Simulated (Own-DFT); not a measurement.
Simulation results for Hf36O71 (tetragonal hafnia with one neutral oxygen vacancy, atoms displaced)

Computed with Own-DFT development build. A calculation, not a measurement: plane-wave PBE and HSE06 DFT by an unreviewed code, no spin, of a simulated cell at Gamma alone, so results move with cell size and shape, stress positive in tension, energies less offsets, not probed for a lower state with spin; hafnium file: forces about 75 meV/angstrom off all-electron values; oxygen file: force components 24 meV/angstrom off all-electron in a glass; k mesh not checked against a denser one; forces and stress are PBE's, HSE06 gives the energy alone, and its difference from PBE has offsets of its own; offsets are fitted by least squares, one for each functional and potential file, so energies compare only between cells with the same atoms and settings and are not formation energies; the far tail of each file's local potential was reset to the Coulomb form; each entry is a single point on an unrelaxed cell, so the pressure reflects the starting lattice, taken from the Materials Project, from which strain is counted, and rises with the displacements; printed positions are rounded, which can move forces by about a meV/angstrom; the program is a retired in-house code; no spin-orbit coupling.

Settings shared by all entries: first functional PBE; second functional HSE06; exact exchange share 0.25; screening 0.11 1/bohr; exchange divergence Gygi-Baldereschi; potential files PseudoDojo norm-conserving, scalar-relativistic, made for PBE, standard set; wave cutoff 48 hartree; occupations fixed; k mesh 1 x 1 x 1 centred on Gamma.

```json
{"entry": 1, "formula": "Hf36O71", "kind": "tetragonal hafnia with one neutral oxygen vacancy, atoms displaced", "structure": {"cell_angstrom": [[10.78, 0.0, 0.0], [0.0, 10.78, 0.0], [0.0, 0.0, 10.4493]], "atoms_fractional": [["Hf", 0.99947, 0.00518, 0.00857], ["Hf", 0.16614, 0.16421, 0.24935], ["O", 0.99708, 0.16436, 0.15755], ["O", 0.16006, 0.00468, 0.35014], ["O", 0.99503, 0.16707, 0.41352], ["O", 0.16565, 0.00074, 0.09635], ["Hf", 0.00084, 0.99904, 0.49814], ["Hf", 0.1729, 0.1675, 0.75371], ["O", 0.99853, 0.17381, 0.64933], ["O", 0.16539, 0.00722, 0.85051], ["O", 0.99316, 0.16994, 0.90478], ["O", 0.16205, 0.00147, 0.59242], ["Hf", 0.99459, 0.33481, 0.9989], ["Hf", 0.16197, 0.49715, 0.24638], ["O", 0.00751, 0.50221, 0.15131], ["O", 0.17255, 0.33197, 0.34839], ["O", 0.99604, 0.49488, 0.40105], ["O", 0.16379, 0.3356, 0.09467], ["Hf", 5e-05, 0.33176, 0.49826], ["Hf", 0.16608, 0.49917, 0.76022], ["O", 0.99973, 0.50198, 0.65073], ["O", 0.17534, 0.33466, 0.84858], ["O", 0.99473, 0.49846, 0.90464], ["O", 0.17787, 0.33428, 0.60298], ["Hf", 0.00019, 0.67122, 0.01501], ["Hf", 0.16801, 0.82952, 0.24961], ["O", 0.99851, 0.83934, 0.15939], ["O", 0.1749, 0.66629, 0.34843], ["O", 0.00575, 0.83325, 0.39581], ["O", 0.16769, 0.66349, 0.10057], ["Hf", 0.99981, 0.66174, 0.49456], ["Hf", 0.1697, 0.84129, 0.7499], ["O", 0.00283, 0.82611, 0.64559], ["O", 0.16652, 0.66642, 0.84521], ["O", 0.99969, 0.83107, 0.90112], ["O", 0.16697, 0.6707, 0.59204], ["Hf", 0.33823, 0.00321, 0.99713], ["Hf", 0.51225, 0.16475, 0.24624], ["O", 0.33889, 0.16519, 0.14523], ["O", 0.49801, 0.002, 0.34816], ["O", 0.33593, 0.17003, 0.40518], ["O", 0.49322, 0.00032, 0.09821], ["Hf", 0.32754, 0.99885, 0.50095], ["Hf", 0.49897, 0.16447, 0.74379], ["O", 0.33299, 0.16312, 0.65204], ["O", 0.50611, 0.00378, 0.85055], ["O", 0.33516, 0.17122, 0.8989], ["O", 0.49956, 0.00678, 0.59671], ["Hf", 0.33506, 0.33236, 0.00259], ["Hf", 0.49129, 0.50886, 0.24783], ["O", 0.33118, 0.49585, 0.15676], ["O", 0.50506, 0.33373, 0.34889], ["O", 0.3355, 0.49788, 0.3949], ["O", 0.5014, 0.347, 0.09214], ["Hf", 0.32884, 0.33164, 0.50052], ["Hf", 0.50371, 0.50114, 0.74884], ["O", 0.33893, 0.50814, 0.65571], ["O", 0.50155, 0.33219, 0.84934], ["O", 0.33289, 0.49568, 0.90283], ["O", 0.49607, 0.32438, 0.58538], ["Hf", 0.33122, 0.66572, 0.99969], ["Hf", 0.4939, 0.8328, 0.2505], ["O", 0.32673, 0.83597, 0.14944], ["O", 0.50778, 0.6592, 0.34566], ["O", 0.49323, 0.67347, 0.09764], ["Hf", 0.32964, 0.66714, 0.49926], ["Hf", 0.50653, 0.83225, 0.7495], ["O", 0.32888, 0.83215, 0.65382], ["O", 0.49974, 0.67443, 0.84816], ["O", 0.34355, 0.837, 0.89956], ["O", 0.49729, 0.66297, 0.59013], ["Hf", 0.66954, 0.99629, 0.99853], ["Hf", 0.83295, 0.16535, 0.24359], ["O", 0.66168, 0.16928, 0.14469], ["O", 0.84203, 0.00118, 0.35088], ["O", 0.66962, 0.16324, 0.39516], ["O", 0.83614, 0.00335, 0.09331], ["Hf", 0.66176, 0.00342, 0.49332], ["Hf", 0.82893, 0.16121, 0.74616], ["O", 0.67067, 0.16143, 0.6514], ["O", 0.83959, 0.00152, 0.84727], ["O", 0.66996, 0.16445, 0.89675], ["O", 0.83118, 0.99808, 0.59628], ["Hf", 0.66676, 0.32946, 0.994], ["Hf", 0.82368, 0.49185, 0.24878], ["O", 0.663, 0.50341, 0.14622], ["O", 0.83159, 0.32807, 0.34531], ["O", 0.66341, 0.50035, 0.397], ["O", 0.8385, 0.33309, 0.10317], ["Hf", 0.66, 0.33318, 0.49063], ["Hf", 0.83029, 0.50721, 0.74838], ["O", 0.66475, 0.49954, 0.64165], ["O", 0.83332, 0.3305, 0.84786], ["O", 0.66961, 0.48878, 0.89611], ["O", 0.8336, 0.33271, 0.5882], ["Hf", 0.66375, 0.66608, 0.99767], ["Hf", 0.83646, 0.83637, 0.24895], ["O", 0.67558, 0.83336, 0.15502], ["O", 0.83714, 0.67059, 0.34444], ["O", 0.65967, 0.82672, 0.39899], ["O", 0.83414, 0.66923, 0.09731], ["Hf", 0.67087, 0.66583, 0.50387], ["Hf", 0.83522, 0.8305, 0.75232], ["O", 0.66913, 0.82513, 0.64654], ["O", 0.83447, 0.66289, 0.84858], ["O", 0.67068, 0.83383, 0.89859], ["O", 0.83576, 0.66362, 0.59259]]}, "results": {"PBE_energy_of_cell_above_offsets [eV]": "-98.419", "HSE06_less_PBE_above_offsets [eV]": "-0.013", "PBE_pressure [GPa]": 1.49, "PBE_stress_xx [GPa]": -2.4, "PBE_stress_yy [GPa]": -0.2, "PBE_stress_zz [GPa]": -1.88, "PBE_stress_yz [GPa]": 0.2, "PBE_stress_xz [GPa]": 0.18, "PBE_stress_xy [GPa]": 0.02, "force_element": ["Hf", "Hf", "O", "O", "O", "O", "Hf", "Hf", "O", "O", "O", "O", "Hf", "Hf", "O", "O", "O", "O", "Hf", "Hf", "O", "O", "O", "O", "Hf", "Hf", "O", "O", "O", "O", "Hf", "Hf", "O", "O", "O", "O", "Hf", "Hf", "O", "O", "O", "O", "Hf", "Hf", "O", "O", "O", "O", "Hf", "Hf", "O", "O", "O", "O", "Hf", "Hf", "O", "O", "O", "O", "Hf", "Hf", "O", "O", "O", "Hf", "Hf", "O", "O", "O", "O", "Hf", "Hf", "O", "O", "O", "O", "Hf", "Hf", "O", "O", "O", "O", "Hf", "Hf", "O", "O", "O", "O", "Hf", "Hf", "O", "O", "O", "O", "Hf", "Hf", "O", "O", "O", "O", "Hf", "Hf", "O", "O", "O", "O"], "force_x [eV/angstrom]": [0.86, 1.273, 0.886, 0.976, 0.41, 0.563, -1.332, -1.412, 0.804, 0.213, 0.713, 1.083, 0.7, 1.417, -2.517, -0.763, 0.337, 0.108, 0.071, 0.054, 0.358, -0.666, 0.479, -1.999, -0.121, -0.583, 0.818, -0.074, -0.007, 0.23, 0.483, -1.56, -0.48, 0.541, -0.019, 0.025, -1.141, -3.08, -0.534, -0.019, -0.45, 2.254, 0.597, 0.488, -0.14, -0.113, 0.087, -0.195, -0.259, 0.936, -0.733, 0.415, 0.068, 0.254, 0.582, -0.729, -0.615, 0.174, 0.343, 0.831, -0.476, 1.008, 0.856, -1.006, 0.852, -0.12, -0.937, 1.536, 0.726, -0.753, 0.666, -0.684, -0.19, 1.82, -0.794, -0.306, -1.378, 0.866, 1.739, -1.524, -0.532, 0.002, -0.087, -0.099, 0.521, 0.548, -0.216, 1.231, -1.351, 0.781, 0.999, -0.085, -0.152, -0.341, -0.826, 0.604, -0.372, -1.934, -0.057, 0.148, -0.642, -1.008, 1.199, -0.193, -0.797, -0.1, -0.026], "force_y [eV/angstrom]": [-0.159, 0.695, -0.194, -0.774, 0.082, 0.289, -0.455, 1.289, -0.405, -1.071, -0.449, -0.236, 0.091, -0.48, 0.224, -0.323, 0.518, -0.447, -0.162, 0.063, -0.062, -0.561, 0.796, 0.188, -0.706, 0.722, -0.492, -0.036, -0.448, 0.635, 0.801, -1.211, 0.606, 0.896, 0.454, -0.374, 0.431, 1.096, 0.384, -0.662, -1.444, -0.641, 0.637, 0.633, -0.478, -0.738, -0.969, -0.666, -0.091, -2.716, 0.564, -0.376, 0.44, -0.796, 0.805, -0.283, -0.281, -0.058, 1.464, 0.072, 0.134, -0.263, -0.212, 2.678, -0.103, -0.777, 0.873, 0.59, -1.86, -0.376, 0.685, 0.704, 0.018, -0.294, -0.127, 0.038, 0.18, -1.254, 1.185, 0.215, -1.242, -0.39, -0.277, -0.14, 1.123, 0.471, 0.289, -0.142, 0.192, 0.478, -2.374, 0.048, 0.558, 2.635, 0.263, -0.83, -0.674, 0.383, -0.941, 1.574, -0.192, 0.002, 0.816, 0.128, 0.945, -0.24, -0.124], "force_z [eV/angstrom]": [-2.287, -0.081, -0.2, -0.429, -1.76, 0.32, 0.057, -0.755, 1.174, -0.263, 0.53, 1.241, -0.736, 1.258, -0.13, -0.362, -0.618, 0.373, 1.758, -1.719, 0.578, 0.255, -0.004, 0.132, -2.265, 1.068, -1.672, -0.432, 0.673, 0.144, 0.352, 0.085, 1.073, 0.604, 0.837, 0.076, 0.015, 1.245, 0.865, -0.259, -0.268, 0.26, -0.662, 0.404, 0.103, -0.467, -0.161, -0.009, 0.061, 0.458, -1.35, -1.443, 1.188, 0.158, -1.347, -0.192, 0.221, -1.12, 0.405, 1.775, -0.964, 0.4, 0.561, -0.021, -0.15, -0.239, -0.628, -0.703, 0.129, 0.345, 0.822, -0.414, 1.425, -0.621, -1.003, -0.365, 0.948, 0.657, 0.07, -0.869, 0.082, 0.68, 0.022, -0.065, 0.379, -0.106, -0.464, -0.109, -0.065, 0.348, -0.579, 0.897, -0.45, -0.061, 0.15, 0.654, 1.755, -1.182, -0.041, 0.337, -0.204, -1.411, -0.808, 0.892, 0.105, 0.138, 0.973]}}
{"entry": 2, "formula": "Hf36O71", "kind": "tetragonal hafnia with one neutral oxygen vacancy, atoms displaced", "structure": {"cell_angstrom": [[10.78, 0.0, 0.0], [0.0, 10.78, 0.0], [0.0, 0.0, 10.4493]], "atoms_fractional": [["Hf", 0.99639, 0.99737, 0.99311], ["Hf", 0.16535, 0.17883, 0.25255], ["O", 0.00543, 0.1719, 0.15012], ["O", 0.16455, 0.00478, 0.34772], ["O", 0.99597, 0.16212, 0.39401], ["O", 0.17371, 0.99545, 0.09368], ["Hf", 0.00573, 0.00039, 0.49368], ["Hf", 0.15857, 0.17078, 0.75333], ["O", 0.00347, 0.16712, 0.65512], ["O", 0.16444, 0.99666, 0.85532], ["O", 0.00065, 0.16097, 0.90176], ["O", 0.17011, 0.99905, 0.59314], ["Hf", 0.99387, 0.33388, 0.00052], ["Hf", 0.17316, 0.50012, 0.25469], ["O", 0.00394, 0.50136, 0.15205], ["O", 0.1725, 0.32308, 0.34491], ["O", 0.98737, 0.50642, 0.3985], ["O", 0.16422, 0.33981, 0.09309], ["Hf", 0.01028, 0.33053, 0.50399], ["Hf", 0.16799, 0.50438, 0.74797], ["O", 0.99777, 0.5023, 0.65446], ["O", 0.16997, 0.32921, 0.85595], ["O", 0.9975, 0.4981, 0.88894], ["O", 0.16843, 0.33641, 0.59523], ["Hf", 0.99622, 0.66363, 0.9997], ["Hf", 0.16683, 0.83147, 0.24773], ["O", 0.9951, 0.82946, 0.14891], ["O", 0.17596, 0.66668, 0.35104], ["O", 0.99673, 0.83697, 0.40473], ["O", 0.16712, 0.66531, 0.09985], ["Hf", 0.99308, 0.66873, 0.49796], ["Hf", 0.16819, 0.83526, 0.75794], ["O", 0.99929, 0.82777, 0.65905], ["O", 0.16509, 0.66278, 0.8423], ["O", 0.99994, 0.83224, 0.89876], ["O", 0.17057, 0.67341, 0.60181], ["Hf", 0.33592, 0.00024, 0.98965], ["Hf", 0.49405, 0.17487, 0.23949], ["O", 0.32963, 0.16153, 0.15117], ["O", 0.50245, 0.99598, 0.34274], ["O", 0.32298, 0.16716, 0.40846], ["O", 0.50593, 0.00224, 0.10605], ["Hf", 0.33587, 0.00114, 0.50034], ["Hf", 0.49406, 0.16447, 0.75419], ["O", 0.32525, 0.16917, 0.64888], ["O", 0.50678, 0.9965, 0.83946], ["O", 0.33147, 0.1601, 0.90295], ["O", 0.49647, 0.0034, 0.59581], ["Hf", 0.32629, 0.33743, 0.99989], ["Hf", 0.49609, 0.50095, 0.24589], ["O", 0.33556, 0.49991, 0.1535], ["O", 0.49455, 0.33493, 0.34699], ["O", 0.33201, 0.49214, 0.4105], ["O", 0.49555, 0.32828, 0.10366], ["Hf", 0.33031, 0.32865, 0.50223], ["Hf", 0.50144, 0.50351, 0.75046], ["O", 0.34236, 0.50281, 0.65056], ["O", 0.49747, 0.33346, 0.84492], ["O", 0.33545, 0.50378, 0.89445], ["O", 0.49736, 0.33311, 0.59078], ["Hf", 0.33764, 0.66447, 0.99619], ["Hf", 0.49762, 0.83199, 0.24956], ["O", 0.33225, 0.8334, 0.14727], ["O", 0.49651, 0.66458, 0.3486], ["O", 0.33978, 0.82968, 0.40248], ["O", 0.50201, 0.6637, 0.09241], ["Hf", 0.3315, 0.66079, 0.50122], ["Hf", 0.49714, 0.84039, 0.7516], ["O", 0.50426, 0.6607, 0.83675], ["O", 0.33231, 0.83493, 0.89064], ["O", 0.49519, 0.66581, 0.60086], ["Hf", 0.6702, 0.9987, 0.99343], ["Hf", 0.83924, 0.16873, 0.25324], ["O", 0.66669, 0.16566, 0.15742], ["O", 0.8291, 0.99571, 0.34755], ["O", 0.66579, 0.1664, 0.39643], ["O", 0.82968, 0.99329, 0.09671], ["Hf", 0.666, 0.0021, 0.50602], ["Hf", 0.83005, 0.17097, 0.74873], ["O", 0.66499, 0.16878, 0.65664], ["O", 0.82875, 0.99907, 0.84422], ["O", 0.66189, 0.17058, 0.90981], ["O", 0.82906, 0.9998, 0.60091], ["Hf", 0.67244, 0.34224, 0.00063], ["Hf", 0.83561, 0.50019, 0.24289], ["O", 0.66735, 0.49963, 0.14634], ["O", 0.83629, 0.32489, 0.34431], ["O", 0.67343, 0.50032, 0.4087], ["O", 0.83863, 0.32941, 0.10249], ["Hf", 0.66224, 0.32949, 0.49612], ["Hf", 0.83148, 0.49404, 0.75272], ["O", 0.66786, 0.49726, 0.64766], ["O", 0.83958, 0.33169, 0.84212], ["O", 0.66353, 0.50404, 0.90772], ["O", 0.83445, 0.33681, 0.58944], ["Hf", 0.66582, 0.66724, 0.99951], ["Hf", 0.83275, 0.82973, 0.25014], ["O", 0.66513, 0.83037, 0.15522], ["O", 0.83804, 0.6717, 0.34943], ["O", 0.66888, 0.83173, 0.39922], ["O", 0.83796, 0.66082, 0.09865], ["Hf", 0.66967, 0.67698, 0.51043], ["Hf", 0.84147, 0.83143, 0.7439], ["O", 0.66735, 0.83496, 0.64625], ["O", 0.82691, 0.67468, 0.84692], ["O", 0.66238, 0.83295, 0.90173], ["O", 0.82633, 0.667, 0.5966]]}, "results": {"PBE_energy_of_cell_above_offsets [eV]": "-96.958", "HSE06_less_PBE_above_offsets [eV]": "0.075", "PBE_pressure [GPa]": 2.21, "PBE_stress_xx [GPa]": -1.36, "PBE_stress_yy [GPa]": -2.55, "PBE_stress_zz [GPa]": -2.72, "PBE_stress_yz [GPa]": -1.0, "PBE_stress_xz [GPa]": -0.49, "PBE_stress_xy [GPa]": 0.0, "force_element": ["Hf", "Hf", "O", "O", "O", "O", "Hf", "Hf", "O", "O", "O", "O", "Hf", "Hf", "O", "O", "O", "O", "Hf", "Hf", "O", "O", "O", "O", "Hf", "Hf", "O", "O", "O", "O", "Hf", "Hf", "O", "O", "O", "O", "Hf", "Hf", "O", "O", "O", "O", "Hf", "Hf", "O", "O", "O", "O", "Hf", "Hf", "O", "O", "O", "O", "Hf", "Hf", "O", "O", "O", "O", "Hf", "Hf", "O", "O", "O", "O", "Hf", "Hf", "O", "O", "O", "Hf", "Hf", "O", "O", "O", "O", "Hf", "Hf", "O", "O", "O", "O", "Hf", "Hf", "O", "O", "O", "O", "Hf", "Hf", "O", "O", "O", "O", "Hf", "Hf", "O", "O", "O", "O", "Hf", "Hf", "O", "O", "O", "O"], "force_x [eV/angstrom]": [0.793, 0.399, -0.55, -0.269, 0.584, -1.286, -0.574, 1.866, -1.048, -0.109, -0.328, -0.942, 1.646, -0.806, 0.1, -0.966, 1.465, 0.138, -3.352, 0.423, 0.502, -0.061, -0.165, -0.625, 0.886, 0.338, 1.22, -0.696, 0.666, 0.272, 0.239, 0.705, 1.203, 0.101, -0.092, -0.684, -0.481, 1.846, -0.589, -0.603, 0.721, -0.861, -0.363, -0.134, 0.54, -0.311, 0.62, 0.488, 1.103, 1.96, -0.952, 0.164, -0.849, 0.408, 2.304, 0.34, -2.163, -0.013, -0.408, 0.177, -0.764, 0.27, 0.274, -0.116, -0.687, -0.893, 0.933, 0.01, -0.234, 0.521, 0.651, -0.375, -1.567, 0.583, 0.508, -0.071, 0.911, 0.167, -0.165, -0.261, 0.251, 0.464, 1.514, -1.81, -0.384, -0.178, 0.114, -0.005, -1.004, 0.252, -0.114, -0.036, -0.597, 0.802, 0.755, 0.796, -1.055, 0.382, 0.093, -0.236, -1.066, -2.56, -2.148, -0.45, 0.368, -0.367, 2.586], "force_y [eV/angstrom]": [-0.547, -5.617, -0.078, -0.993, 1.05, -0.415, 0.002, -1.439, 0.485, 1.03, 1.404, -0.628, -0.556, 0.784, -0.318, 5.049, -1.564, 0.155, 0.537, -0.245, -0.064, 0.932, 0.099, 0.362, 0.551, 1.437, -0.096, -0.532, -0.925, -0.239, -0.01, -0.267, 0.146, 0.686, -0.474, -0.379, -0.807, -1.953, 0.924, 0.984, -0.238, -0.246, -0.828, 1.35, 0.09, 1.635, 1.693, -0.204, -0.918, -0.062, -0.003, 0.3, 0.74, 0.739, -0.38, -1.403, -0.358, -0.08, -0.651, -0.59, 1.081, 1.053, -0.737, -0.801, 0.608, -0.237, 0.803, -2.543, 2.453, -1.184, 0.787, 0.175, -1.912, 0.774, 0.551, -0.113, 0.443, -0.454, -2.05, -0.006, 0.538, 0.403, 0.456, -2.006, 0.033, -0.405, 2.136, 0.078, 0.832, 0.978, 1.927, -0.06, 0.144, -1.087, -0.61, 1.655, 1.585, -0.844, -1.104, 0.262, -0.4, -1.063, 0.848, 0.04, -1.928, -0.296, 0.137], "force_z [eV/angstrom]": [1.889, -2.402, -0.478, -0.444, 1.333, -0.373, 0.188, 0.557, -1.014, -1.233, -0.246, 0.884, -0.289, -0.341, -0.341, 2.126, 0.548, 0.83, -1.332, -0.43, -0.754, -1.028, 1.728, 1.276, -0.191, -0.534, 0.208, -0.392, -0.163, -0.633, 0.396, -1.664, -1.372, 1.147, 0.393, -0.365, 3.17, 1.014, -0.303, 0.707, -0.864, -2.39, -1.093, -1.093, 1.261, 1.518, -0.676, 0.849, -0.608, 1.87, -0.752, -0.246, -1.595, -1.447, 0.157, -1.814, 0.342, 0.441, 1.146, 0.636, 0.289, 0.658, 0.009, -0.763, 0.704, -0.031, 0.008, -2.046, 2.022, 0.367, -0.419, 1.984, -0.54, -0.483, 0.008, 1.403, -0.647, -2.265, -0.751, 0.005, 0.183, -0.759, -0.334, 1.256, 2.371, 0.49, 0.037, -0.915, -0.964, -0.518, -1.74, 1.658, 1.592, -1.159, 0.887, 0.062, 0.106, -0.691, -0.21, 0.733, -0.15, -2.075, 0.676, 0.73, 0.257, 0.194, 1.053]}}
```
